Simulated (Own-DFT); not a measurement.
## Calculated data, GaN (wurtzite, strained, atoms displaced)

Computed with Own-DFT development build. A calculation, not a measurement: plane-wave PBE density functional theory by an unreviewed code, no spin, of a simulated periodic cell, stress positive in tension, free energy of the whole cell less one offset for each atom, forces on such cells passed a denser k mesh, this cell's mesh not checked; offsets are fitted by least squares, one for each functional and potential file, so energies compare only between cells with the same atoms and settings and are not formation energies; the far tail of each file's local potential was reset to the Coulomb form; each entry is a single point on an unrelaxed cell, so the pressure reflects the starting lattice, mostly measured values (interpolated for alloys), from which strain is counted, and rises with the displacements; printed positions are rounded, which can move forces by about a meV/angstrom; the program, named Own-DFT, is a retired in-house code; no spin-orbit coupling.

Settings shared by all entries: functional PBE; potential files PseudoDojo norm-conserving, scalar-relativistic, standard set with the stringent files for Ga; wave cutoff 96 hartree; occupations Gaussian; smearing width 0.01 eV; k mesh 3 x 4 x 3 centred on Gamma.

(1) 
```cif
# cell vector a (Å): 12.7560 0.0000 0.0000
# cell vector b (Å): -4.7835 8.2853 0.0000
# cell vector c (Å): 0.0000 0.0000 10.2144
data_GaN
_symmetry_space_group_name_H-M 'P 1'
_symmetry_Int_Tables_number 1
_cell_length_a 12.7560
_cell_length_b 9.5670
_cell_length_c 10.2144
_cell_angle_alpha 90.000
_cell_angle_beta 90.000
_cell_angle_gamma 120.000
_cell_volume 1079.53
loop_
_atom_site_label
_atom_site_type_symbol
_atom_site_fract_x
_atom_site_fract_y
_atom_site_fract_z
_atom_site_occupancy
Ga1 Ga 0.08444 0.21959 0.00429 1
Ga2 Ga 0.17154 0.12453 0.25261 1
N1 N 0.08189 0.22085 0.19147 1
N2 N 0.16082 0.10129 0.43447 1
Ga3 Ga 0.08957 0.22383 0.49094 1
Ga4 Ga 0.16203 0.10943 0.75216 1
N3 N 0.08584 0.22639 0.68283 1
N4 N 0.16942 0.11408 0.93343 1
Ga5 Ga 0.08283 0.55137 0.00208 1
Ga6 Ga 0.16515 0.44136 0.24753 1
N5 N 0.08494 0.55917 0.18315 1
N6 N 0.17208 0.45122 0.43743 1
Ga7 Ga 0.08039 0.54645 0.50345 1
Ga8 Ga 0.16295 0.44632 0.75117 1
N7 N 0.08922 0.55962 0.69176 1
N8 N 0.16467 0.44560 0.94091 1
Ga9 Ga 0.08089 0.88471 0.99607 1
Ga10 Ga 0.17064 0.79082 0.24731 1
N9 N 0.08452 0.88490 0.19367 1
N10 N 0.16271 0.78204 0.43326 1
Ga11 Ga 0.07530 0.88361 0.49616 1
Ga12 Ga 0.17573 0.78920 0.74770 1
N11 N 0.08494 0.90062 0.68944 1
N12 N 0.16842 0.76963 0.94575 1
Ga13 Ga 0.33804 0.22192 0.00188 1
Ga14 Ga 0.41857 0.12170 0.25336 1
N13 N 0.33670 0.22000 0.20136 1
N14 N 0.41958 0.11519 0.43918 1
Ga15 Ga 0.34273 0.22587 0.49027 1
Ga16 Ga 0.41378 0.10286 0.74501 1
N15 N 0.33502 0.21413 0.69273 1
N16 N 0.41334 0.11529 0.93959 1
Ga17 Ga 0.33072 0.55650 0.00708 1
Ga18 Ga 0.41881 0.44251 0.25052 1
N17 N 0.34158 0.55440 0.20153 1
N18 N 0.42234 0.44865 0.44493 1
Ga19 Ga 0.33210 0.54929 0.49883 1
Ga20 Ga 0.41783 0.44764 0.75583 1
N19 N 0.33880 0.55221 0.68805 1
N20 N 0.40817 0.43904 0.94569 1
Ga21 Ga 0.33466 0.88058 0.01005 1
Ga22 Ga 0.42039 0.77669 0.24784 1
N21 N 0.33131 0.88709 0.18468 1
N22 N 0.41692 0.78564 0.44934 1
Ga23 Ga 0.33985 0.89034 0.50504 1
Ga24 Ga 0.41715 0.77844 0.74915 1
N23 N 0.33810 0.90186 0.69520 1
N24 N 0.41451 0.78176 0.94508 1
Ga25 Ga 0.58536 0.22814 0.00816 1
Ga26 Ga 0.66476 0.10732 0.24288 1
N25 N 0.58339 0.22050 0.18922 1
N26 N 0.66632 0.11325 0.43664 1
Ga27 Ga 0.57630 0.21174 0.49551 1
Ga28 Ga 0.66459 0.10256 0.75361 1
N27 N 0.58236 0.21811 0.68740 1
N28 N 0.66857 0.12316 0.94345 1
Ga29 Ga 0.58304 0.55852 0.00940 1
Ga30 Ga 0.66918 0.45053 0.25132 1
N29 N 0.57395 0.55393 0.18881 1
N30 N 0.66798 0.45411 0.45392 1
Ga31 Ga 0.58741 0.55818 0.49213 1
Ga32 Ga 0.66749 0.43996 0.75080 1
N31 N 0.58448 0.55351 0.68891 1
N32 N 0.66731 0.44029 0.94110 1
Ga33 Ga 0.58735 0.89071 0.99696 1
Ga34 Ga 0.65965 0.77208 0.24568 1
N33 N 0.58286 0.89408 0.19356 1
N34 N 0.67119 0.78328 0.43400 1
Ga35 Ga 0.57955 0.88796 0.50358 1
Ga36 Ga 0.67352 0.77861 0.74480 1
N35 N 0.57613 0.88639 0.68256 1
N36 N 0.65973 0.77313 0.92979 1
Ga37 Ga 0.83935 0.23188 0.00027 1
Ga38 Ga 0.91530 0.10108 0.24646 1
N37 N 0.82884 0.21597 0.19666 1
N38 N 0.92086 0.10964 0.42974 1
Ga39 Ga 0.82621 0.21450 0.49327 1
Ga40 Ga 0.91566 0.10468 0.75064 1
N39 N 0.82628 0.22115 0.68978 1
N40 N 0.91568 0.10690 0.92952 1
Ga41 Ga 0.82624 0.54532 0.99467 1
Ga42 Ga 0.92045 0.44838 0.25113 1
N41 N 0.83238 0.56400 0.18891 1
N42 N 0.91580 0.44166 0.44596 1
Ga43 Ga 0.83163 0.54924 0.49436 1
Ga44 Ga 0.92122 0.45499 0.75184 1
N43 N 0.82745 0.54948 0.68406 1
N44 N 0.92254 0.45188 0.94266 1
Ga45 Ga 0.83165 0.88387 0.00303 1
Ga46 Ga 0.91953 0.79406 0.24810 1
N45 N 0.83308 0.87277 0.18981 1
N46 N 0.92123 0.78901 0.43860 1
Ga47 Ga 0.82491 0.87769 0.50082 1
Ga48 Ga 0.91840 0.78007 0.75103 1
N47 N 0.83533 0.87480 0.68841 1
N48 N 0.90727 0.77800 0.94674 1
_calc_free_energy_of_cell_above_offsets '-2.494'  # eV
_calc_pressure 10.46  # GPa
_calc_stress_xx -11.59  # GPa
_calc_stress_yy -7.01  # GPa
_calc_stress_zz -12.79  # GPa
_calc_stress_yz -0.43  # GPa
_calc_stress_xz 0.02  # GPa
_calc_stress_xy 0.89  # GPa
```

Force:
```tsv
element	x (eV/Å)	y (eV/Å)	z (eV/Å)
Ga	-0.09	0.019	-1.39
Ga	0.342	-2.166	-0.556
N	0.044	0.131	-0.583
N	1.276	1.651	0.715
Ga	-0.921	-0.308	0.937
Ga	1.018	1.846	-1.291
N	-0.631	-0.222	0.363
N	-0.323	-0.534	2.251
Ga	0.076	0.796	-0.511
Ga	-0.251	1.319	0.263
N	0.328	-0.387	1.956
N	-0.518	-0.867	-0.298
Ga	0.04	1.567	-0.653
Ga	1.894	-0.658	-0.021
N	-1.114	0.802	-0.301
N	0.772	-0.717	0.257
Ga	0.416	0.14	0.683
Ga	0.745	-1.719	0.511
N	-1.561	2.071	-1.636
N	1.486	-0.75	1.646
Ga	1.797	0.89	0.914
Ga	-1.368	-0.682	0.967
N	0.535	-2.344	-0.177
N	-0.855	1.141	-1.331
Ga	-1.291	-0.29	0.127
Ga	1.896	-2.34	-0.479
N	-1.644	1.115	-1.764
N	-0.09	-1.464	-0.524
Ga	-2.263	-0.461	2.495
Ga	0.465	4.071	2.148
N	-1.409	1.289	-1.153
N	2.057	-1.168	0.276
Ga	0.302	-0.09	-0.377
Ga	-0.678	-0.778	1.253
N	-2.008	-0.004	-1.249
N	-0.431	-0.225	-1.337
Ga	0.395	1.153	0.535
Ga	1.041	-1.349	-0.519
N	-1.917	0.705	0.392
N	0.902	1.21	0.218
Ga	-1.712	1.958	-2.467
Ga	-1.586	0.455	1.28
N	1.149	0.78	3.052
N	1.124	-1.824	-1.923
Ga	-2.852	0.255	-0.437
Ga	-0.461	-0.832	0.601
N	0.828	-4.013	-1.591
N	1.942	-0.95	-1.004
Ga	-1.139	-1.144	-1.753
Ga	-0.242	1.031	1.419
N	-0.475	0.944	1.441
N	-0.643	-0.974	-0.596
Ga	1.621	1.962	1.465
Ga	-0.832	1.12	-0.372
N	0.135	-0.3	0.135
N	0.93	-1.307	0.004
Ga	-0.231	-0.789	-2.853
Ga	0.175	-0.38	0.619
N	2.209	0.356	0.837
N	1.046	-2.339	-2.893
Ga	-1.317	0.982	2.2
Ga	-1.012	-0.458	-0.598
N	-0.132	0.332	0.049
N	-1.633	0.6	-0.141
Ga	-0.967	0.583	0.176
Ga	0.719	1.108	0.599
N	0.881	-1.433	-1.413
N	-1.864	-0.768	0.045
Ga	0.95	0.553	-1.668
Ga	-1.421	-1.075	-0.32
N	1.794	0.099	2.06
N	0.825	0.406	1.687
Ga	-0.089	-1.113	0.061
Ga	-0.914	0.194	0.097
N	1.259	0.904	-1.373
N	-0.848	-0.219	1.664
Ga	1.481	0.326	0.978
Ga	-0.276	0.834	-2.333
N	1.671	-0.007	-0.189
N	-0.134	0.283	2.932
Ga	0.903	1.711	1.312
Ga	-0.583	0.03	0.009
N	0.789	-0.755	0.212
N	0.289	-0.189	-1.17
Ga	0.248	1.56	0.608
Ga	-0.319	-1.151	-0.651
N	1.384	1.209	0.969
N	-0.845	-0.584	-0.671
Ga	-1.684	0.948	-0.582
Ga	3.821	-2.806	1.486
N	-4.592	2.539	-1.367
N	-1.622	-2.373	-0.473
Ga	1.748	1.869	-0.278
Ga	1.217	-1.432	0.501
N	-1.748	2.1	-0.505
N	2.572	-1.206	-1.629
```

(2) 
```cif
# cell vector a (Å): 12.7560 0.0000 0.0000
# cell vector b (Å): -4.7835 8.2853 0.0000
# cell vector c (Å): 0.0000 0.0000 10.2144
data_GaN
_symmetry_space_group_name_H-M 'P 1'
_symmetry_Int_Tables_number 1
_cell_length_a 12.7560
_cell_length_b 9.5670
_cell_length_c 10.2144
_cell_angle_alpha 90.000
_cell_angle_beta 90.000
_cell_angle_gamma 120.000
_cell_volume 1079.53
loop_
_atom_site_label
_atom_site_type_symbol
_atom_site_fract_x
_atom_site_fract_y
_atom_site_fract_z
_atom_site_occupancy
Ga1 Ga 0.08061 0.23563 0.99803 1
Ga2 Ga 0.16674 0.11077 0.24916 1
N1 N 0.08592 0.23063 0.19339 1
N2 N 0.16716 0.10563 0.43855 1
Ga3 Ga 0.09791 0.22789 0.50473 1
Ga4 Ga 0.16375 0.10437 0.74934 1
N3 N 0.07954 0.22367 0.68948 1
N4 N 0.16196 0.10676 0.93920 1
Ga5 Ga 0.07716 0.55615 0.99945 1
Ga6 Ga 0.16670 0.44752 0.25411 1
N5 N 0.07653 0.55279 0.18810 1
N6 N 0.16741 0.44785 0.43585 1
Ga7 Ga 0.08134 0.55341 0.49844 1
Ga8 Ga 0.16680 0.44642 0.74595 1
N7 N 0.08254 0.55454 0.69458 1
N8 N 0.16767 0.44306 0.93213 1
Ga9 Ga 0.08316 0.88927 0.99669 1
Ga10 Ga 0.15878 0.77501 0.25221 1
N9 N 0.08794 0.89362 0.18966 1
N10 N 0.16273 0.78725 0.42832 1
Ga11 Ga 0.08702 0.88943 0.50470 1
Ga12 Ga 0.15938 0.77708 0.75092 1
N11 N 0.07966 0.89043 0.69332 1
N12 N 0.16458 0.77708 0.93708 1
Ga13 Ga 0.33870 0.21591 0.99433 1
Ga14 Ga 0.41220 0.09598 0.25361 1
N13 N 0.34496 0.22243 0.18628 1
N14 N 0.42087 0.11281 0.44406 1
Ga15 Ga 0.33166 0.22703 0.50248 1
Ga16 Ga 0.41867 0.12085 0.75494 1
N15 N 0.33105 0.22706 0.68420 1
N16 N 0.41884 0.11390 0.93116 1
Ga17 Ga 0.33465 0.55556 0.00039 1
Ga18 Ga 0.41788 0.44214 0.25641 1
N17 N 0.33256 0.55621 0.17938 1
N18 N 0.42096 0.44000 0.44460 1
Ga19 Ga 0.33218 0.56216 0.49844 1
Ga20 Ga 0.41017 0.43966 0.75185 1
N19 N 0.33285 0.56481 0.68341 1
N20 N 0.41556 0.45363 0.93338 1
Ga21 Ga 0.33334 0.88933 0.00399 1
Ga22 Ga 0.40790 0.77073 0.25741 1
N21 N 0.33304 0.89493 0.18790 1
N22 N 0.41802 0.77828 0.43901 1
Ga23 Ga 0.32238 0.87684 0.50890 1
Ga24 Ga 0.41532 0.77808 0.74542 1
N23 N 0.32428 0.88377 0.68643 1
N24 N 0.41865 0.78318 0.93506 1
Ga25 Ga 0.57729 0.21356 0.99245 1
Ga26 Ga 0.67167 0.11862 0.24884 1
N25 N 0.58459 0.22358 0.19018 1
N26 N 0.66166 0.10429 0.44197 1
Ga27 Ga 0.58763 0.22641 0.50388 1
Ga28 Ga 0.66772 0.11275 0.74996 1
N27 N 0.58583 0.22565 0.69072 1
N28 N 0.66799 0.10899 0.93938 1
Ga29 Ga 0.58569 0.56483 0.99279 1
Ga30 Ga 0.66426 0.43793 0.24160 1
N29 N 0.57684 0.54967 0.19179 1
N30 N 0.66515 0.43429 0.43952 1
Ga31 Ga 0.58760 0.55186 0.50208 1
Ga32 Ga 0.67437 0.44656 0.75409 1
N31 N 0.57721 0.54698 0.68064 1
N32 N 0.66205 0.43839 0.94439 1
Ga33 Ga 0.59287 0.89311 0.00642 1
Ga34 Ga 0.66880 0.78082 0.25117 1
N33 N 0.58376 0.88960 0.17654 1
N34 N 0.66985 0.77478 0.43456 1
Ga35 Ga 0.58532 0.88405 0.49933 1
Ga36 Ga 0.66223 0.78820 0.75780 1
N35 N 0.57740 0.89092 0.68682 1
N36 N 0.66852 0.78383 0.93698 1
Ga37 Ga 0.83177 0.22661 0.99920 1
Ga38 Ga 0.91767 0.11558 0.24135 1
N37 N 0.83232 0.22653 0.18975 1
N38 N 0.91574 0.10281 0.45107 1
Ga39 Ga 0.83072 0.22033 0.50084 1
Ga40 Ga 0.91317 0.10701 0.75233 1
N39 N 0.82735 0.21837 0.68673 1
N40 N 0.91809 0.11263 0.95090 1
Ga41 Ga 0.82685 0.55304 0.99557 1
Ga42 Ga 0.92879 0.45089 0.25052 1
N41 N 0.83713 0.55941 0.18846 1
N42 N 0.91888 0.44480 0.42893 1
Ga43 Ga 0.82936 0.54742 0.49841 1
Ga44 Ga 0.92365 0.45755 0.75625 1
N43 N 0.83428 0.55386 0.68917 1
N44 N 0.92068 0.45333 0.92629 1
Ga45 Ga 0.83302 0.89131 0.00183 1
Ga46 Ga 0.91804 0.78091 0.24499 1
N45 N 0.83667 0.88372 0.18692 1
N46 N 0.91689 0.77414 0.43448 1
Ga47 Ga 0.83785 0.88947 0.50227 1
Ga48 Ga 0.91679 0.77846 0.75916 1
N47 N 0.83649 0.88739 0.68644 1
N48 N 0.92169 0.77547 0.93957 1
_calc_free_energy_of_cell_above_offsets '-3.430'  # eV
_calc_pressure 10.33  # GPa
_calc_stress_xx -6.51  # GPa
_calc_stress_yy -7.6  # GPa
_calc_stress_zz -16.87  # GPa
_calc_stress_yz 0.06  # GPa
_calc_stress_xz 0.35  # GPa
_calc_stress_xy -0.74  # GPa
```

Force:
```tsv
element	x (eV/Å)	y (eV/Å)	z (eV/Å)
Ga	2.091	-1.157	0.732
Ga	0.722	0.789	-0.537
N	0.216	-0.573	-0.694
N	-0.004	0.79	0.095
Ga	-2.282	-0.978	-0.757
Ga	-0.425	1.634	0.556
N	0.887	-0.131	0.505
N	0.395	1.192	0.067
Ga	1.559	0.332	-0.339
Ga	0.364	0.244	-1.617
N	3.162	1.652	-1.013
N	0.146	0.026	1.116
Ga	-0.444	0.454	0.486
Ga	0.411	-0.092	0.173
N	0.037	0.68	-1.8
N	-0.747	1.347	0.835
Ga	0.54	0.31	1.048
Ga	0.87	0.472	-2.127
N	-0.88	-0.241	-0.846
N	1.682	-1.789	2.695
Ga	-2.044	-0.275	-0.437
Ga	1.078	0.057	0.07
N	0.346	-0.752	-0.75
N	0.44	0.187	0.742
Ga	-2.388	1.397	1.144
Ga	0.519	2.977	1.29
N	-1.776	-0.21	-0.001
N	-0.873	-0.923	0.13
Ga	1.585	-1.215	-1.173
Ga	0.057	-0.877	-3.402
N	-0.036	-1.102	1.676
N	-0.015	-1.271	1.536
Ga	-0.901	0.899	-1.434
Ga	-0.509	-0.393	-0.692
N	-0.154	-0.311	2.795
N	-1.625	1.267	-0.704
Ga	1.436	-0.868	-0.086
Ga	0.204	1.345	-1.496
N	0.26	-1.418	0.462
N	1.425	-1.236	0.842
Ga	0.229	-0.618	-1.317
Ga	0.917	0.865	-2.136
N	-0.023	-2.888	0.152
N	-0.587	0.166	0.46
Ga	0.769	1.908	-2.282
Ga	-0.888	0.518	0.967
N	0.228	0.818	1.883
N	0.279	-0.1	0.518
Ga	1.213	0.545	1.755
Ga	-1.039	-1.15	0.498
N	-0.178	-1.508	-1.148
N	0.689	0.509	-0.677
Ga	-0.631	-1.665	-0.319
Ga	-0.588	-0.202	-0.174
N	-0.281	-0.211	0.797
N	-0.246	0.522	-0.297
Ga	-0.518	-1.396	1.334
Ga	0.09	1.244	0.946
N	1.128	1.394	-1.14
N	0.08	1.426	-0.935
Ga	-0.09	0.297	-1.317
Ga	-1.742	-0.117	-0.703
N	0.505	1.025	3.076
N	-0.242	0.617	-0.762
Ga	-2.122	-0.272	-3.052
Ga	-0.25	-0.635	-0.824
N	-0.164	0.001	4.914
N	-0.325	0.041	1.117
Ga	0.061	0.185	-0.292
Ga	1.069	-1.264	-2.892
N	0.944	0.142	0.159
N	0.943	-0.233	0.788
Ga	0.203	0.376	-0.104
Ga	0.169	-0.757	1.872
N	1.013	0.371	-0.529
N	0.236	2.254	-2.006
Ga	0.728	-0.358	-0.643
Ga	-0.192	0.531	-0.411
N	1.098	1.015	1.044
N	-1.108	-0.066	-1.533
Ga	1.069	0.233	1.238
Ga	-3.942	-1.549	-0.491
N	-0.049	-0.76	-0.568
N	-0.134	-0.456	2.542
Ga	0.369	1.013	-0.511
Ga	-0.604	-1.908	-3.931
N	0.236	0.809	-0.055
N	-0.93	-1.242	4.488
Ga	1.032	-0.448	-0.278
Ga	0.978	-0.673	0.853
N	-1.543	1.221	-0.017
N	0.298	-0.008	0.868
Ga	0.031	-1.075	-0.79
Ga	-0.61	-0.354	-1.898
N	-1.072	-0.316	1.839
N	-1.835	-0.055	0.835
```

(3) 
```cif
# cell vector a (Å): 12.7560 0.0000 0.0000
# cell vector b (Å): -4.7835 8.2853 0.0000
# cell vector c (Å): 0.0000 0.0000 10.2144
data_GaN
_symmetry_space_group_name_H-M 'P 1'
_symmetry_Int_Tables_number 1
_cell_length_a 12.7560
_cell_length_b 9.5670
_cell_length_c 10.2144
_cell_angle_alpha 90.000
_cell_angle_beta 90.000
_cell_angle_gamma 120.000
_cell_volume 1079.53
loop_
_atom_site_label
_atom_site_type_symbol
_atom_site_fract_x
_atom_site_fract_y
_atom_site_fract_z
_atom_site_occupancy
Ga1 Ga 0.08939 0.22315 0.98916 1
Ga2 Ga 0.16928 0.11170 0.25004 1
N1 N 0.07873 0.21142 0.18785 1
N2 N 0.16221 0.10084 0.44014 1
Ga3 Ga 0.09046 0.22533 0.49419 1
Ga4 Ga 0.17151 0.12125 0.74925 1
N3 N 0.07978 0.21591 0.68642 1
N4 N 0.17780 0.12789 0.94544 1
Ga5 Ga 0.08203 0.56005 0.99721 1
Ga6 Ga 0.16427 0.44905 0.24980 1
N5 N 0.07911 0.55040 0.18858 1
N6 N 0.17127 0.45560 0.44109 1
Ga7 Ga 0.09055 0.55994 0.49725 1
Ga8 Ga 0.16216 0.45681 0.75189 1
N7 N 0.08547 0.55947 0.68506 1
N8 N 0.16812 0.43825 0.93392 1
Ga9 Ga 0.08046 0.88626 0.99693 1
Ga10 Ga 0.16966 0.78258 0.24879 1
N9 N 0.08380 0.90035 0.18373 1
N10 N 0.17055 0.78175 0.43404 1
Ga11 Ga 0.07799 0.88492 0.50150 1
Ga12 Ga 0.16266 0.77280 0.75112 1
N11 N 0.09717 0.89924 0.67770 1
N12 N 0.16519 0.78499 0.93706 1
Ga13 Ga 0.32829 0.22360 0.99882 1
Ga14 Ga 0.41428 0.10735 0.24873 1
N13 N 0.32589 0.21140 0.18601 1
N14 N 0.41480 0.12044 0.45073 1
Ga15 Ga 0.33858 0.23536 0.50576 1
Ga16 Ga 0.41467 0.10196 0.75507 1
N15 N 0.33414 0.23210 0.68273 1
N16 N 0.41364 0.10254 0.94650 1
Ga17 Ga 0.33497 0.56171 0.99140 1
Ga18 Ga 0.41005 0.43307 0.25121 1
N17 N 0.33367 0.55872 0.18447 1
N18 N 0.41771 0.44306 0.43389 1
Ga19 Ga 0.33412 0.55053 0.50133 1
Ga20 Ga 0.41837 0.44683 0.75126 1
N19 N 0.32969 0.54954 0.69636 1
N20 N 0.41487 0.43891 0.93580 1
Ga21 Ga 0.32946 0.88279 0.99383 1
Ga22 Ga 0.41429 0.77680 0.24384 1
N21 N 0.33475 0.88955 0.18548 1
N22 N 0.40845 0.78007 0.43841 1
Ga23 Ga 0.33598 0.89528 0.50303 1
Ga24 Ga 0.41514 0.77763 0.75484 1
N23 N 0.33976 0.89059 0.69167 1
N24 N 0.41654 0.77506 0.94605 1
Ga25 Ga 0.58403 0.22562 0.99802 1
Ga26 Ga 0.67153 0.11826 0.25131 1
N25 N 0.59299 0.22604 0.18194 1
N26 N 0.67428 0.11644 0.44133 1
Ga27 Ga 0.58707 0.21706 0.50257 1
Ga28 Ga 0.66837 0.11135 0.75069 1
N27 N 0.59101 0.22352 0.68504 1
N28 N 0.67291 0.11280 0.94247 1
Ga29 Ga 0.58582 0.56360 0.99952 1
Ga30 Ga 0.67211 0.45111 0.24517 1
N29 N 0.58313 0.55743 0.18353 1
N30 N 0.66927 0.44421 0.43678 1
Ga31 Ga 0.57640 0.54585 0.50367 1
Ga32 Ga 0.66732 0.44774 0.75125 1
N31 N 0.57884 0.56165 0.68766 1
N32 N 0.66891 0.44695 0.93722 1
Ga33 Ga 0.58335 0.88750 0.00384 1
Ga34 Ga 0.66166 0.76696 0.25129 1
N33 N 0.58382 0.88855 0.18852 1
N34 N 0.66359 0.77220 0.43737 1
Ga35 Ga 0.58855 0.89303 0.50144 1
Ga36 Ga 0.66165 0.77161 0.74332 1
N35 N 0.58584 0.88948 0.68181 1
N36 N 0.67329 0.78544 0.94243 1
Ga37 Ga 0.82651 0.21432 0.00287 1
Ga38 Ga 0.91310 0.10019 0.25636 1
N37 N 0.83324 0.22410 0.18963 1
N38 N 0.92251 0.11511 0.44024 1
Ga39 Ga 0.83696 0.22379 0.49989 1
Ga40 Ga 0.91066 0.11692 0.75027 1
N39 N 0.83159 0.21922 0.69582 1
N40 N 0.91663 0.10812 0.93407 1
Ga41 Ga 0.82700 0.54136 0.99610 1
Ga42 Ga 0.91403 0.44842 0.24204 1
N41 N 0.82422 0.55106 0.19312 1
N42 N 0.92199 0.45389 0.44177 1
Ga43 Ga 0.84009 0.55939 0.50399 1
Ga44 Ga 0.91288 0.44440 0.75936 1
N43 N 0.83499 0.55329 0.69188 1
N44 N 0.92071 0.44743 0.93240 1
Ga45 Ga 0.82829 0.88498 0.00084 1
Ga46 Ga 0.91680 0.77792 0.24837 1
N45 N 0.83498 0.88772 0.19405 1
N46 N 0.91635 0.77629 0.43637 1
Ga47 Ga 0.83665 0.88635 0.49716 1
Ga48 Ga 0.92083 0.78288 0.75247 1
N47 N 0.83074 0.88832 0.69315 1
N48 N 0.91733 0.77462 0.94275 1
_calc_free_energy_of_cell_above_offsets '-4.095'  # eV
_calc_pressure 10.09  # GPa
_calc_stress_xx -8.94  # GPa
_calc_stress_yy -7.3  # GPa
_calc_stress_zz -14.04  # GPa
_calc_stress_yz -0.33  # GPa
_calc_stress_xz -0.74  # GPa
_calc_stress_xy -0.12  # GPa
```

Force:
```tsv
element	x (eV/Å)	y (eV/Å)	z (eV/Å)
Ga	-2.274	-0.473	1.919
Ga	-1.479	-0.094	0.618
N	-0.143	1.549	-0.09
N	0.749	1.673	-0.401
Ga	-0.508	-0.024	0.756
Ga	-0.264	-0.334	-0.064
N	-0.506	1.211	0.249
N	-1.622	-3.642	-2.602
Ga	1.071	-0.616	0.49
Ga	1.005	-1.358	-0.464
N	-0.302	1.407	-0.722
N	0.894	-1.632	-0.692
Ga	-1.37	0.601	-0.12
Ga	1.842	-2.319	-0.862
N	-1.539	-0.006	0.404
N	-1.194	1.94	0.862
Ga	-0.323	1.576	0.611
Ga	-0.697	-0.121	-0.418
N	0.766	-2.161	0.416
N	-0.53	0.041	0.859
Ga	1.141	0.067	-1.855
Ga	0.415	1.211	-1.018
N	-1.118	-0.682	3.239
N	0.709	-1.114	0.004
Ga	3.182	0.725	0.84
Ga	0.698	0.824	0.536
N	1.509	1.362	0.413
N	1.565	-0.646	-1.717
Ga	-0.865	-2.033	-1.589
Ga	-0.109	1.907	-0.512
N	1.142	-0.742	2.516
N	-0.062	1.342	-1.045
Ga	0.368	-2.246	1.168
Ga	0.093	0.935	-1.705
N	0.022	-1.069	0.117
N	-0.767	0.582	0.597
Ga	-0.404	1.57	0.263
Ga	-0.673	-0.479	0.079
N	-0.058	1.044	-0.839
N	0.558	1.337	0.822
Ga	0.114	0.426	1.161
Ga	0.54	0.215	1.123
N	-0.441	-0.142	-0.249
N	2.17	-0.332	-0.14
Ga	-0.667	-0.006	-0.372
Ga	1.168	-0.367	-0.899
N	-1.22	-0.784	0.267
N	0.098	1.323	-1.338
Ga	0.1	-0.831	-0.25
Ga	-0.144	-1.109	-0.054
N	-1.754	-0.064	1.257
N	-0.373	-0.731	-0.477
Ga	-0.961	1.032	-1.156
Ga	-0.081	-0.576	0.256
N	-1.385	0.137	1.825
N	-2.369	-0.961	-1.065
Ga	-0.341	-0.796	-0.537
Ga	-2.712	-1.891	1.474
N	-0.272	-1.441	0.742
N	-0.277	0.006	0.666
Ga	1.579	0.921	-1.315
Ga	-0.139	-0.264	-1.069
N	1.294	-1.69	0.345
N	-1.181	-0.412	-0.071
Ga	0.27	0.549	-0.244
Ga	-0.059	1.424	-0.103
N	0.084	0.267	0.862
N	0.32	0.097	0.735
Ga	-0.906	-0.74	-1.796
Ga	0.622	1.942	1.078
N	-0.783	-0.057	2.189
N	-1.946	-1.385	-1.431
Ga	2.666	0.994	0.057
Ga	0.131	1.635	-1.2
N	0.797	-0.095	0.193
N	-0.613	-0.48	0.593
Ga	0.504	0.935	0.411
Ga	2.458	-1.344	-0.268
N	-0.876	1.63	-1.462
N	-0.039	0.284	1.38
Ga	0.762	1.84	0.864
Ga	0.358	-0.559	1.586
N	2.95	1.868	-2.058
N	0.507	-1.003	-0.756
Ga	-1.03	-0.617	-0.531
Ga	0.817	-0.38	-3.5
N	-0.646	0.976	0.144
N	-0.412	-0.769	3.238
Ga	2.05	1.379	0.481
Ga	0.509	0.04	-0.325
N	-1.073	-0.905	-0.727
N	0.103	-0.168	0.269
Ga	-1.057	0.302	0.749
Ga	-0.079	0.18	-0.446
N	0.538	-0.222	-0.805
N	-0.597	-0.391	-0.366
```
